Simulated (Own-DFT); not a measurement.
# Computed records: AlGa3N4 (wurtzite random alloy, strained, atoms displaced)

A calculation, not a measurement: plane-wave density functional theory by an unreviewed code, no spin, of a simulated periodic cell, stress positive in tension, run twice, with PBE and with PBEsol, both on files made for PBE, so the change isn't that of files made for PBEsol, forces on such cells passed a denser k mesh, this cell's mesh not checked; the far tail of each file's local potential was reset to the Coulomb form; each entry is a single point on an unrelaxed cell, so the pressure reflects the starting lattice, mostly measured values (interpolated for alloys), from which strain is counted, and rises with the displacements; printed positions are rounded, which can move forces by about a meV/angstrom; the program, named Own-DFT, is a retired in-house code; no spin-orbit coupling; stress was not checked against mesh or cutoff. Program: Own-DFT development build.

Settings shared by all entries: functional PBE, then PBEsol; potential files PseudoDojo norm-conserving, scalar-relativistic, standard set; wave cutoff 42 hartree; occupations Fermi-Dirac; smearing width 0.1 eV; k mesh 4 x 4 x 3 centred on Gamma.

(1) AlGa3N4 (wurtzite random alloy, strained, atoms displaced)

```
cell vectors (Å)
   9.5330     0.0000     0.0000
  -4.7665     8.2558     0.0000
   0.0000     0.0000    10.2685
atoms (fractions of the cell vectors)
Ga  0.11318  0.21404  0.00230
Ga  0.22288  0.10658  0.24873
N   0.10743  0.22776  0.19513
N   0.22304  0.11456  0.43713
Ga  0.11119  0.22280  0.49890
Ga  0.22802  0.11042  0.75231
N   0.10858  0.21251  0.68755
N   0.23399  0.11910  0.93942
Ga  0.09723  0.55126  0.00277
Ga  0.21808  0.44026  0.25233
N   0.11366  0.56062  0.18939
N   0.22946  0.45400  0.43367
Ga  0.10978  0.54936  0.50158
Ga  0.21499  0.44102  0.75151
N   0.10463  0.54934  0.69083
N   0.22664  0.44885  0.93993
Ga  0.10651  0.88309  0.99979
Al  0.22180  0.77283  0.23863
N   0.10748  0.89235  0.19878
N   0.22606  0.77859  0.44744
Ga  0.10114  0.88745  0.51423
Al  0.21805  0.77026  0.74693
N   0.11734  0.89745  0.68851
N   0.22515  0.77679  0.93832
Al  0.44741  0.22773  0.99957
Ga  0.56775  0.11833  0.24299
N   0.43216  0.21776  0.19151
N   0.55908  0.11163  0.43596
Ga  0.43888  0.21328  0.49968
Al  0.55461  0.10282  0.73948
N   0.44116  0.21581  0.69288
N   0.55231  0.10507  0.92982
Al  0.44543  0.56396  0.01144
Ga  0.54665  0.44042  0.24361
N   0.44957  0.54642  0.17936
N   0.55971  0.45523  0.43659
Ga  0.44166  0.54936  0.49997
Ga  0.54484  0.43663  0.76078
N   0.44286  0.54898  0.68784
N   0.56201  0.44801  0.93277
Ga  0.43693  0.87400  0.00309
Ga  0.55938  0.77808  0.25747
N   0.43577  0.89111  0.18568
N   0.55465  0.77860  0.44339
Ga  0.44638  0.88974  0.50451
Ga  0.55718  0.77231  0.75449
N   0.43958  0.88922  0.68133
N   0.55291  0.77545  0.94220
Al  0.78347  0.22550  0.99526
Ga  0.89206  0.11943  0.25605
N   0.78030  0.21449  0.19282
N   0.87966  0.10826  0.44216
Al  0.77410  0.21148  0.50799
Ga  0.87838  0.10052  0.74026
N   0.78708  0.22280  0.68736
N   0.87355  0.10498  0.93164
Ga  0.78850  0.55921  0.99273
Ga  0.90039  0.44272  0.24702
N   0.76795  0.54814  0.19757
N   0.88290  0.44285  0.43590
Ga  0.78172  0.55452  0.49924
Al  0.88994  0.45234  0.74498
N   0.77490  0.55311  0.69839
N   0.89445  0.44576  0.94027
Ga  0.77878  0.89268  0.99959
Al  0.88322  0.77220  0.25235
N   0.77211  0.89077  0.19018
N   0.89742  0.79066  0.43664
Ga  0.78157  0.89132  0.49843
Ga  0.88574  0.77088  0.75326
N   0.77768  0.88845  0.68998
N   0.89003  0.77736  0.93588
```

* PBE pressure: 6.73 GPa
* PBE stress xx: -6.73 GPa
* PBE stress yy: -4.78 GPa
* PBE stress zz: -8.68 GPa
* PBE stress yz: -0.77 GPa
* PBE stress xz: -0.15 GPa
* PBE stress xy: -0.58 GPa
* PBEsol pressure: 1.88 GPa
* PBEsol stress xx: -1.82 GPa
* PBEsol stress yy: -0.02 GPa
* PBEsol stress zz: -3.8 GPa
* PBEsol stress yz: -0.73 GPa
* PBEsol stress xz: -0.15 GPa
* PBEsol stress xy: -0.56 GPa
* rms change of force components from PBE to PBEsol: 0.074 eV/Å

Force:
| force element | PBE force x (eV/Å) | PBE force y (eV/Å) | PBE force z (eV/Å) | PBEsol force x (eV/Å) | PBEsol force y (eV/Å) | PBEsol force z (eV/Å) |
| --- | --- | --- | --- | --- | --- | --- |
| Ga | -1.395 | 1.118 | -0.429 | -1.353 | 1.099 | -0.424 |
| Ga | -1.377 | 0.406 | 1.108 | -1.334 | 0.398 | 1.1 |
| N | 0.929 | -1.254 | -1.044 | 0.906 | -1.222 | -1.021 |
| N | -0.374 | -0.607 | 0.392 | -0.363 | -0.586 | 0.388 |
| Ga | 0.108 | 0.09 | 0.019 | 0.123 | 0.068 | 0.03 |
| Ga | -1.006 | 0.338 | 0.131 | -0.997 | 0.33 | 0.114 |
| N | -0.41 | 0.816 | 0.229 | -0.403 | 0.806 | 0.209 |
| N | -0.324 | -1.09 | 0.665 | -0.48 | -1.144 | 0.586 |
| Ga | 3.343 | 0.963 | -0.395 | 3.262 | 0.937 | -0.385 |
| Ga | 0.916 | 1.387 | -0.997 | 0.888 | 1.333 | -0.96 |
| N | 0.644 | -0.101 | -0.224 | 0.609 | -0.315 | -0.285 |
| N | -0.654 | -1.463 | 0.917 | -0.645 | -1.438 | 0.895 |
| Ga | -0.707 | 1.152 | -0.552 | -0.677 | 1.14 | -0.533 |
| Ga | 0.972 | -0.616 | 0.226 | 0.947 | -0.601 | 0.222 |
| N | -0.491 | 0.973 | 0.284 | -0.323 | 0.875 | 0.17 |
| N | 0.025 | -0.23 | 0.922 | -0.093 | -0.295 | 0.84 |
| Ga | 0.865 | 1.315 | 0.605 | 0.84 | 1.287 | 0.583 |
| Al | -0.945 | 1.729 | 2.666 | -0.957 | 1.732 | 2.664 |
| N | 0.174 | -2.705 | -1.606 | 0.183 | -2.492 | -1.656 |
| N | -1.143 | -0.476 | -1.682 | -1.105 | -0.473 | -1.545 |
| Ga | 1.986 | 0.609 | -3.263 | 1.927 | 0.607 | -3.178 |
| Al | 0.233 | 1.017 | -0.045 | 0.235 | 1.006 | -0.057 |
| N | 0.287 | -2.355 | 2.74 | 0.172 | -2.233 | 2.618 |
| N | -1.471 | -0.848 | -1.154 | -1.438 | -0.832 | -0.976 |
| Al | 1.126 | -0.537 | -0.108 | 1.141 | -0.529 | -0.096 |
| Ga | -2.237 | -1.097 | 0.956 | -2.178 | -1.088 | 0.958 |
| N | 2.372 | 0.657 | -1.993 | 2.304 | 0.652 | -1.819 |
| N | 0.516 | 0.366 | 0.574 | 0.374 | 0.286 | 0.522 |
| Ga | 0.368 | 1.405 | -0.101 | 0.337 | 1.361 | -0.106 |
| Al | -0.231 | 0.893 | 1.532 | -0.2 | 0.891 | 1.515 |
| N | 1.651 | 0.345 | -0.827 | 1.473 | 0.401 | -0.847 |
| N | 0.216 | 1.241 | 0.875 | 0.207 | 1.105 | 0.91 |
| Al | 0.337 | -1.076 | -3.727 | 0.344 | -1.07 | -3.765 |
| Ga | 1.616 | -0.813 | 1.755 | 1.577 | -0.789 | 1.729 |
| N | -2.784 | 1.67 | 2.194 | -2.693 | 1.604 | 2.415 |
| N | 0.597 | -1.522 | 0.064 | 0.575 | -1.484 | 0.062 |
| Ga | 0.472 | 1.104 | 0.426 | 0.464 | 1.081 | 0.415 |
| Ga | 0.4 | -0.016 | -3.102 | 0.391 | 0.006 | -3.027 |
| N | -0.764 | 0.346 | 0.421 | -0.745 | 0.338 | 0.413 |
| N | -0.84 | -0.155 | 4.133 | -0.734 | -0.074 | 3.93 |
| Ga | 0.142 | 2.362 | -0.746 | 0.144 | 2.317 | -0.726 |
| Ga | -1.148 | -0.316 | -0.713 | -1.103 | -0.284 | -0.692 |
| N | 0.999 | -0.613 | 1.08 | 1.132 | -0.51 | 0.978 |
| N | 0.568 | -0.314 | -0.2 | 0.558 | -0.301 | -0.215 |
| Ga | -0.444 | -0.191 | -2.177 | -0.439 | -0.207 | -2.111 |
| Ga | -0.919 | -0.069 | -0.781 | -0.883 | -0.063 | -0.764 |
| N | 0.326 | -0.668 | 3.108 | 0.425 | -0.736 | 2.912 |
| N | 0.788 | -0.915 | -0.055 | 0.762 | -0.737 | -0.12 |
| Al | -1.222 | -1.266 | 0.048 | -1.227 | -1.251 | 0.08 |
| Ga | 0.733 | -1.996 | -0.02 | 0.701 | -1.947 | -0.018 |
| N | -0.392 | 2.151 | -2.742 | -0.381 | 2.103 | -2.55 |
| N | 0.635 | 1.175 | 0.26 | 0.779 | 1.056 | 0.182 |
| Al | -0.948 | 1.49 | -1.574 | -0.941 | 1.497 | -1.578 |
| Ga | 1.572 | 1.405 | 1.51 | 1.541 | 1.368 | 1.487 |
| N | -2.583 | 0.968 | -0.007 | -2.402 | 0.867 | 0.084 |
| N | 1.516 | 1.118 | 0.71 | 1.626 | 0.976 | 0.64 |
| Ga | -1.701 | -0.783 | 1.675 | -1.661 | -0.762 | 1.613 |
| Ga | -2.557 | -0.211 | 0.861 | -2.5 | -0.212 | 0.858 |
| N | 1.85 | 1.325 | -1.509 | 1.801 | 1.154 | -1.524 |
| N | 1.597 | -1.411 | 0.873 | 1.564 | -1.259 | 0.819 |
| Ga | -1.27 | 0.599 | 0.082 | -1.251 | 0.583 | 0.066 |
| Al | 0.437 | -1.734 | 0.668 | 0.445 | -1.743 | 0.681 |
| N | 0.395 | -0.53 | -1.183 | 0.24 | -0.414 | -1.205 |
| N | -1.456 | -1.769 | -1.669 | -1.419 | -1.546 | -1.545 |
| Ga | -0.35 | -0.452 | 0.501 | -0.363 | -0.427 | 0.479 |
| Al | -0.099 | 0.468 | -0.239 | -0.116 | 0.469 | -0.256 |
| N | 1.828 | -0.188 | 0.212 | 1.676 | -0.136 | 0.17 |
| N | -0.618 | -1.721 | -0.272 | -0.599 | -1.665 | -0.089 |
| Ga | -0.603 | -0.998 | 0.374 | -0.582 | -0.97 | 0.373 |
| Ga | 0.013 | 1.314 | -1.107 | -0.008 | 1.289 | -1.071 |
| N | 0.194 | -1.817 | -0.481 | 0.182 | -1.763 | -0.47 |
| N | -0.285 | 0.604 | 0.931 | -0.262 | 0.577 | 0.902 |

(2) AlGa3N4 (wurtzite random alloy, strained, atoms displaced)

```
cell vectors (Å)
   9.5330     0.0000     0.0000
  -4.7665     8.2558     0.0000
   0.0000     0.0000    10.2685
atoms (fractions of the cell vectors)
Ga  0.10554  0.22640  0.99487
Ga  0.23115  0.12032  0.25184
N   0.10640  0.23075  0.19489
N   0.21467  0.10526  0.44502
Al  0.10401  0.22125  0.49137
Ga  0.21401  0.10528  0.75096
N   0.11205  0.21986  0.68616
N   0.21754  0.11102  0.93475
Ga  0.11306  0.55321  0.00092
Ga  0.22400  0.45012  0.24578
N   0.10493  0.56050  0.19041
N   0.21493  0.44689  0.45080
Ga  0.11249  0.54797  0.49327
Ga  0.23263  0.45276  0.75170
N   0.10624  0.54803  0.69930
N   0.23042  0.46112  0.94606
Ga  0.10752  0.88193  0.99736
Al  0.23466  0.79232  0.25442
N   0.12368  0.89831  0.18217
N   0.21168  0.78203  0.43699
Ga  0.11151  0.89053  0.50293
Ga  0.22268  0.77648  0.74775
N   0.10643  0.88110  0.69354
N   0.21212  0.76495  0.94291
Ga  0.44824  0.22005  0.99560
Ga  0.56101  0.10246  0.25163
N   0.43769  0.21934  0.18523
N   0.54938  0.11416  0.44562
Ga  0.44566  0.22778  0.49660
Ga  0.55338  0.10186  0.74855
N   0.44593  0.21752  0.69224
N   0.54425  0.10798  0.93671
Al  0.44477  0.54908  0.99969
Ga  0.54666  0.43727  0.25101
N   0.43710  0.55274  0.18381
N   0.56763  0.45606  0.43549
Ga  0.44321  0.55247  0.50114
Ga  0.56670  0.45581  0.75672
N   0.44662  0.55292  0.68311
N   0.54671  0.44117  0.93350
Ga  0.44690  0.89040  0.00010
Ga  0.54818  0.77667  0.25308
N   0.43648  0.89930  0.18588
N   0.55668  0.78386  0.44623
Ga  0.43563  0.87656  0.50408
Al  0.55955  0.77193  0.75239
N   0.43629  0.88478  0.68843
N   0.55498  0.77416  0.93846
Al  0.78245  0.22782  0.98705
Ga  0.88432  0.11093  0.25734
N   0.77184  0.22371  0.19423
N   0.87623  0.10853  0.44579
Al  0.76791  0.20727  0.50237
Ga  0.88851  0.10582  0.74207
N   0.78685  0.21952  0.69758
N   0.89370  0.11496  0.93891
Ga  0.76975  0.54573  0.99261
Ga  0.88923  0.43556  0.25081
N   0.76715  0.55115  0.18877
N   0.88554  0.44511  0.44004
Al  0.77902  0.55294  0.49983
Ga  0.88379  0.44662  0.74687
N   0.78343  0.55296  0.69161
N   0.88490  0.45134  0.93379
Ga  0.77289  0.87506  0.99209
Ga  0.88885  0.77908  0.24366
N   0.77667  0.88099  0.18894
N   0.88736  0.77843  0.43258
Al  0.78476  0.88740  0.50665
Al  0.88943  0.78083  0.74967
N   0.76968  0.87557  0.68261
N   0.88610  0.78138  0.94259
```

* PBE pressure: 6.45 GPa
* PBE stress xx: -8.81 GPa
* PBE stress yy: -4.56 GPa
* PBE stress zz: -5.98 GPa
* PBE stress yz: -0.45 GPa
* PBE stress xz: 1.6 GPa
* PBE stress xy: 1.39 GPa
* PBEsol pressure: 1.61 GPa
* PBEsol stress xx: -3.89 GPa
* PBEsol stress yy: 0.27 GPa
* PBEsol stress zz: -1.21 GPa
* PBEsol stress yz: -0.42 GPa
* PBEsol stress xz: 1.56 GPa
* PBEsol stress xy: 1.36 GPa
* rms change of force components from PBE to PBEsol: 0.073 eV/Å

Force:
| force element | PBE force x (eV/Å) | PBE force y (eV/Å) | PBE force z (eV/Å) | PBEsol force x (eV/Å) | PBEsol force y (eV/Å) | PBEsol force z (eV/Å) |
| --- | --- | --- | --- | --- | --- | --- |
| Ga | 1.709 | 0.222 | 1.009 | 1.663 | 0.194 | 0.977 |
| Ga | -1.756 | -1.396 | -0.188 | -1.701 | -1.379 | -0.198 |
| N | 0.574 | -0.983 | -0.337 | 0.564 | -0.947 | -0.325 |
| N | -0.581 | 2.181 | -0.827 | -0.434 | 2.061 | -0.86 |
| Al | 0.45 | -0.097 | 1.422 | 0.44 | -0.099 | 1.392 |
| Ga | 1.096 | 0.735 | -0.601 | 1.075 | 0.723 | -0.571 |
| N | -0.367 | 0.472 | -1.01 | -0.355 | 0.437 | -0.861 |
| N | 0.176 | 0.096 | 1.091 | 0.175 | 0.09 | 1.048 |
| Ga | -1.862 | 0.181 | 0.674 | -1.813 | 0.199 | 0.65 |
| Ga | -1.234 | 0.053 | 0.735 | -1.206 | 0.04 | 0.702 |
| N | 1.246 | 1.041 | 0.525 | 1.222 | 0.88 | 0.464 |
| N | 3.631 | -2.286 | -2.302 | 3.539 | -2.067 | -2.287 |
| Ga | -3.903 | 2.167 | 2.029 | -3.806 | 2.112 | 1.974 |
| Ga | -0.933 | -1.351 | 0.079 | -0.931 | -1.322 | 0.072 |
| N | 0.477 | 0.838 | -1.691 | 0.472 | 0.83 | -1.651 |
| N | 1.698 | -1.932 | -1.065 | 1.491 | -1.965 | -1.098 |
| Ga | 0.251 | 1.086 | 0.204 | 0.238 | 1.068 | 0.222 |
| Al | -2.605 | -1.504 | -0.753 | -2.592 | -1.519 | -0.739 |
| N | -0.472 | -0.786 | 1.507 | -0.58 | -0.706 | 1.414 |
| N | 2.292 | -1.077 | -0.435 | 2.241 | -1.052 | -0.251 |
| Ga | -1.133 | -0.628 | 0.231 | -1.075 | -0.609 | 0.213 |
| Ga | -0.667 | -1.166 | 1.187 | -0.655 | -1.133 | 1.156 |
| N | -0.992 | 0.077 | -0.268 | -0.824 | 0.162 | -0.32 |
| N | 0.868 | 2.069 | -1.019 | 0.843 | 2.023 | -1.001 |
| Ga | -2.382 | -0.063 | 0.503 | -2.33 | -0.077 | 0.482 |
| Ga | -2 | 1.986 | 1.018 | -1.957 | 1.94 | 0.985 |
| N | 1.67 | 0.614 | 0.135 | 1.611 | 0.614 | 0.138 |
| N | 1.743 | -1.041 | -0.658 | 1.569 | -1.079 | -0.704 |
| Ga | -0.591 | 0.053 | 1.448 | -0.565 | 0.017 | 1.418 |
| Ga | -0.328 | 1.091 | -0.318 | -0.358 | 1.063 | -0.296 |
| N | -0.439 | 0.943 | -0.454 | -0.423 | 0.915 | -0.453 |
| N | 3.125 | 0.084 | 0.088 | 2.95 | 0.022 | 0.049 |
| Al | -0.653 | 0.888 | 0.322 | -0.632 | 0.899 | 0.327 |
| Ga | 0.657 | 0.786 | -0.762 | 0.651 | 0.777 | -0.739 |
| N | 0.759 | 0.745 | 0.076 | 0.718 | 0.719 | 0.249 |
| N | -0.823 | -0.844 | 0.934 | -0.97 | -0.922 | 0.843 |
| Ga | 0.161 | 0.414 | -0.859 | 0.144 | 0.406 | -0.826 |
| Ga | -0.459 | -2.08 | -2.464 | -0.444 | -2.061 | -2.394 |
| N | 0.364 | 1.288 | 1.739 | 0.351 | 1.127 | 1.657 |
| N | -0.049 | 0.498 | 1.798 | 0.122 | 0.408 | 1.679 |
| Ga | -0.921 | -0.811 | -0.552 | -0.912 | -0.777 | -0.526 |
| Ga | 0.877 | 0.136 | -0.283 | 0.876 | 0.128 | -0.275 |
| N | 1.865 | -2.056 | 0.322 | 2.001 | -1.896 | 0.244 |
| N | 1.129 | -0.635 | -0.775 | 0.973 | -0.686 | -0.802 |
| Ga | -1.051 | 1.401 | -0.423 | -1.038 | 1.373 | -0.397 |
| Al | -1.528 | 0.056 | -0.718 | -1.543 | 0.072 | -0.715 |
| N | 2.352 | -0.854 | 0.79 | 2.198 | -0.782 | 0.732 |
| N | -0.425 | -0.912 | -0.807 | -0.403 | -0.758 | -0.681 |
| Al | -0.592 | -0.57 | 0.919 | -0.604 | -0.572 | 0.923 |
| Ga | 0.212 | -0.691 | -1.258 | 0.203 | -0.663 | -1.225 |
| N | 1.383 | -0.935 | -2.435 | 1.352 | -0.914 | -2.261 |
| N | 1.742 | -0.602 | 0.313 | 1.749 | -0.614 | 0.15 |
| Al | -1.185 | 2.148 | 0.78 | -1.192 | 2.158 | 0.776 |
| Ga | 1.138 | 0.095 | 1.146 | 1.112 | 0.125 | 1.142 |
| N | -2.14 | -0.129 | -1.918 | -2.085 | -0.138 | -1.767 |
| N | -2.06 | -0.881 | -0.521 | -1.866 | -0.922 | -0.563 |
| Ga | -0.584 | 1.432 | 2.014 | -0.557 | 1.404 | 1.966 |
| Ga | -1.605 | 1.879 | 0.33 | -1.561 | 1.828 | 0.333 |
| N | 0.954 | -0.092 | -0.723 | 0.927 | -0.088 | -0.712 |
| N | 0.089 | -1.421 | 0.901 | 0.241 | -1.366 | 0.78 |
| Al | 0.308 | 0.995 | -0.292 | 0.315 | 1.006 | -0.277 |
| Ga | 2.252 | -1.151 | 0.403 | 2.205 | -1.111 | 0.424 |
| N | -2.049 | 2.303 | -1.589 | -1.997 | 2.113 | -1.449 |
| N | 1.417 | -2.016 | 0.771 | 1.361 | -1.828 | 0.702 |
| Ga | -1.235 | 2.598 | 2.082 | -1.189 | 2.531 | 2.052 |
| Ga | 1.47 | -0.668 | 0.222 | 1.41 | -0.648 | 0.225 |
| N | -1.953 | 1.353 | -0.392 | -1.9 | 1.314 | -0.376 |
| N | -0.346 | -0.392 | 1.786 | -0.214 | -0.335 | 1.648 |
| Al | -0.814 | -0.425 | -2.268 | -0.81 | -0.402 | -2.289 |
| Al | 0.61 | -0.847 | 0.36 | 0.599 | -0.845 | 0.382 |
| N | 0.467 | 0.176 | 1.556 | 0.462 | 0.312 | 1.601 |
| N | 1.505 | -1.857 | -2.48 | 1.458 | -1.811 | -2.301 |

(3) AlGa3N4 (wurtzite random alloy, strained, atoms displaced)

```
cell vectors (Å)
   9.5330     0.0000     0.0000
  -4.7665     8.2558     0.0000
   0.0000     0.0000    10.2685
atoms (fractions of the cell vectors)
Ga  0.10545  0.21844  0.99555
Al  0.22236  0.10582  0.24754
N   0.11490  0.22223  0.18819
N   0.22417  0.10584  0.44531
Ga  0.11270  0.21333  0.50431
Ga  0.22786  0.11459  0.75127
N   0.10844  0.22639  0.69519
N   0.22373  0.10709  0.92292
Ga  0.11928  0.56070  0.99931
Ga  0.22178  0.44228  0.25131
N   0.09970  0.55230  0.18440
N   0.22239  0.44351  0.43737
Al  0.10940  0.55093  0.50016
Ga  0.22376  0.44761  0.74599
N   0.11531  0.56151  0.69064
N   0.22089  0.44240  0.92632
Ga  0.11072  0.88415  0.99576
Al  0.22919  0.78013  0.24829
N   0.10652  0.89699  0.18865
N   0.22824  0.78556  0.43418
Ga  0.11268  0.89496  0.49669
Ga  0.21685  0.77874  0.73452
N   0.11580  0.88543  0.68381
N   0.22121  0.78150  0.94316
Al  0.44459  0.23167  0.99791
Ga  0.56278  0.12252  0.25369
N   0.44124  0.22520  0.19058
N   0.55169  0.10282  0.44251
Al  0.43935  0.21179  0.49598
Ga  0.54885  0.09940  0.74919
N   0.45769  0.23534  0.68530
N   0.54825  0.11077  0.93672
Ga  0.44053  0.55448  0.99860
Al  0.55802  0.44408  0.24353
N   0.43417  0.54792  0.18835
N   0.55019  0.45144  0.43562
Ga  0.44331  0.55526  0.50756
Ga  0.55277  0.44445  0.75217
N   0.45049  0.56147  0.69259
N   0.56555  0.45219  0.92829
Ga  0.43800  0.88782  0.00157
Ga  0.55295  0.77940  0.24777
N   0.45142  0.89633  0.18101
N   0.55590  0.78311  0.44593
Ga  0.43609  0.88291  0.50191
Ga  0.56393  0.77912  0.74844
N   0.43989  0.88755  0.67985
N   0.56153  0.77601  0.94761
Ga  0.77156  0.21861  0.00062
Al  0.88682  0.10278  0.24790
N   0.77247  0.22306  0.19247
N   0.87975  0.11367  0.44563
Ga  0.78032  0.22375  0.48768
Al  0.88546  0.11519  0.75388
N   0.78524  0.22416  0.69106
N   0.89374  0.12116  0.94158
Ga  0.78194  0.55802  0.00325
Ga  0.88482  0.42809  0.25104
N   0.77402  0.55743  0.18739
N   0.89392  0.44898  0.43719
Al  0.77781  0.55223  0.50121
Ga  0.88151  0.44875  0.74568
N   0.79252  0.56494  0.67663
N   0.88574  0.44988  0.92812
Ga  0.77634  0.88636  0.99809
Ga  0.88822  0.77836  0.25733
N   0.77674  0.89016  0.19814
N   0.88850  0.76134  0.43511
Ga  0.77372  0.89274  0.48600
Ga  0.88106  0.76443  0.74916
N   0.77679  0.90083  0.68673
N   0.89289  0.78484  0.93473
```

* PBE pressure: 6.83 GPa
* PBE stress xx: -5.38 GPa
* PBE stress yy: -6.64 GPa
* PBE stress zz: -8.46 GPa
* PBE stress yz: -1 GPa
* PBE stress xz: -0.21 GPa
* PBE stress xy: -0.26 GPa
* PBEsol pressure: 1.97 GPa
* PBEsol stress xx: -0.55 GPa
* PBEsol stress yy: -1.77 GPa
* PBEsol stress zz: -3.58 GPa
* PBEsol stress yz: -0.98 GPa
* PBEsol stress xz: -0.21 GPa
* PBEsol stress xy: -0.27 GPa
* rms change of force components from PBE to PBEsol: 0.074 eV/Å

Force:
| force element | PBE force x (eV/Å) | PBE force y (eV/Å) | PBE force z (eV/Å) | PBEsol force x (eV/Å) | PBEsol force y (eV/Å) | PBEsol force z (eV/Å) |
| --- | --- | --- | --- | --- | --- | --- |
| Ga | 1.7 | 0.793 | 0.246 | 1.638 | 0.782 | 0.235 |
| Al | -0.577 | 1.121 | 0.415 | -0.579 | 1.132 | 0.44 |
| N | -0.601 | -1.377 | 0.499 | -0.595 | -1.206 | 0.397 |
| N | -0.126 | 1.494 | -2.229 | -0.289 | 1.351 | -2.106 |
| Ga | -1.256 | 1.117 | 0.192 | -1.222 | 1.099 | 0.201 |
| Ga | -0.174 | -0.119 | -3.194 | -0.175 | -0.116 | -3.091 |
| N | 0.206 | -1.174 | -0.711 | 0.334 | -1.067 | -0.754 |
| N | 0.26 | 1.003 | 4.712 | 0.15 | 0.915 | 4.546 |
| Ga | -1.021 | -0.986 | -0.989 | -1.009 | -0.964 | -0.964 |
| Ga | -0.874 | -0.103 | -0.178 | -0.832 | -0.11 | -0.184 |
| N | 1.43 | 1.143 | 0.995 | 1.401 | 0.989 | 0.925 |
| N | -0.872 | -0.062 | 1.187 | -0.726 | -0.125 | 1.108 |
| Al | 0.251 | 0.809 | -0.07 | 0.259 | 0.819 | -0.063 |
| Ga | -0.222 | 0.224 | -0.607 | -0.213 | 0.215 | -0.562 |
| N | -0.328 | -1.182 | -1.876 | -0.318 | -1.137 | -1.707 |
| N | 0.165 | 0.23 | 2.378 | 0.165 | 0.234 | 2.327 |
| Ga | -0.801 | 1.257 | 0.614 | -0.793 | 1.22 | 0.586 |
| Al | -1.035 | -0.063 | -0.371 | -1.033 | -0.063 | -0.399 |
| N | 1.776 | -0.857 | 0.105 | 1.636 | -0.975 | 0.008 |
| N | -0.823 | -2.21 | -0.767 | -0.791 | -2.04 | -0.617 |
| Ga | 0.023 | -2.49 | 0.414 | 0.036 | -2.423 | 0.417 |
| Ga | 1.699 | -0.284 | 2.193 | 1.655 | -0.28 | 2.132 |
| N | -2.549 | 1.537 | 0.013 | -2.471 | 1.496 | 0.004 |
| N | 0.863 | -0.82 | -1.508 | 0.844 | -0.801 | -1.452 |
| Al | 0.303 | -0.858 | -0.523 | 0.296 | -0.846 | -0.516 |
| Ga | -1.397 | -1.772 | -0.061 | -1.339 | -1.738 | -0.073 |
| N | -0.09 | 0.117 | -0.95 | 0.044 | 0.041 | -0.893 |
| N | -0.773 | 1.555 | -0.588 | -0.62 | 1.455 | -0.641 |
| Al | 0.624 | 2.04 | 0.759 | 0.62 | 2.045 | 0.756 |
| Ga | 0.497 | 1.855 | -0.47 | 0.477 | 1.821 | -0.449 |
| N | -0.465 | -1.918 | -1.136 | -0.463 | -1.871 | -0.961 |
| N | -0.22 | 0.404 | 0.808 | -0.089 | 0.313 | 0.738 |
| Ga | 0.283 | -0.437 | -0.124 | 0.273 | -0.4 | -0.126 |
| Al | -1.171 | 0.642 | 1.26 | -1.171 | 0.644 | 1.256 |
| N | 1.686 | 0.822 | -0.221 | 1.524 | 0.863 | -0.266 |
| N | 2.273 | -1.682 | -0.365 | 2.105 | -1.587 | -0.292 |
| Ga | -0.06 | 0.411 | -1.141 | -0.043 | 0.398 | -1.121 |
| Ga | 0.905 | 0.642 | -1.901 | 0.871 | 0.622 | -1.836 |
| N | -0.305 | -0.517 | -0.108 | -0.301 | -0.508 | -0.12 |
| N | -0.827 | -1.093 | 3.045 | -0.809 | -0.943 | 2.921 |
| Ga | 0.911 | 0.441 | -1.326 | 0.897 | 0.444 | -1.277 |
| Ga | -0.108 | -0.779 | 0.653 | -0.096 | -0.744 | 0.624 |
| N | -1.17 | -0.452 | 2.315 | -1.029 | -0.392 | 2.209 |
| N | -0.573 | -1.366 | -1.583 | -0.558 | -1.329 | -1.554 |
| Ga | 0.984 | 0.481 | -1.102 | 0.971 | 0.483 | -1.069 |
| Ga | -1.184 | 0.606 | 0.58 | -1.144 | 0.576 | 0.55 |
| N | 0.655 | -0.515 | 2.375 | 0.627 | -0.489 | 2.312 |
| N | -1.693 | 0.297 | -1.406 | -1.649 | 0.286 | -1.384 |
| Ga | -0.393 | 1.088 | -0.768 | -0.38 | 1.059 | -0.75 |
| Al | 0.025 | 1.657 | 0.483 | 0.014 | 1.687 | 0.485 |
| N | 2.138 | -1.959 | -0.925 | 1.972 | -1.841 | -0.926 |
| N | 3.421 | -0.545 | -3.009 | 3.33 | -0.548 | -2.843 |
| Ga | -1.843 | 0.745 | 2.85 | -1.784 | 0.704 | 2.789 |
| Al | 0.735 | 0.045 | -0.518 | 0.75 | 0.036 | -0.495 |
| N | -1.057 | -0.207 | -0.615 | -1.188 | -0.104 | -0.66 |
| N | -1.152 | -1.762 | -0.779 | -1.119 | -1.715 | -0.617 |
| Ga | 0.041 | 0.375 | -0.639 | 0.043 | 0.37 | -0.638 |
| Ga | -0.747 | 3.406 | 0.015 | -0.722 | 3.324 | 0.004 |
| N | 0.149 | -0.764 | 0.636 | 0.278 | -0.659 | 0.551 |
| N | -0.343 | 0.046 | 0.602 | -0.348 | -0.124 | 0.472 |
| Al | -0.748 | -0.44 | -1.689 | -0.767 | -0.472 | -1.701 |
| Ga | 1.862 | -1.196 | -0.085 | 1.813 | -1.16 | -0.058 |
| N | -2.011 | -1.412 | 0.21 | -1.936 | -1.356 | 0.435 |
| N | 0.888 | -0.473 | 2.026 | 0.853 | -0.458 | 1.98 |
| Ga | 0.748 | 1.058 | 0.801 | 0.726 | 1.012 | 0.781 |
| Ga | 0.305 | -0.532 | -1.702 | 0.299 | -0.52 | -1.669 |
| N | 0.138 | 0.096 | -0.953 | 0.129 | -0.108 | -0.981 |
| N | -0.938 | 1.567 | 1.699 | -0.91 | 1.719 | 1.572 |
| Ga | 1.305 | -0.871 | 2.031 | 1.234 | -0.838 | 2.008 |
| Ga | -0.159 | 3.234 | -0.405 | -0.139 | 3.142 | -0.382 |
| N | 1.627 | -0.265 | 0.029 | 1.564 | -0.431 | -0.016 |
| N | -0.185 | -0.815 | 0.452 | -0.178 | -0.806 | 0.441 |
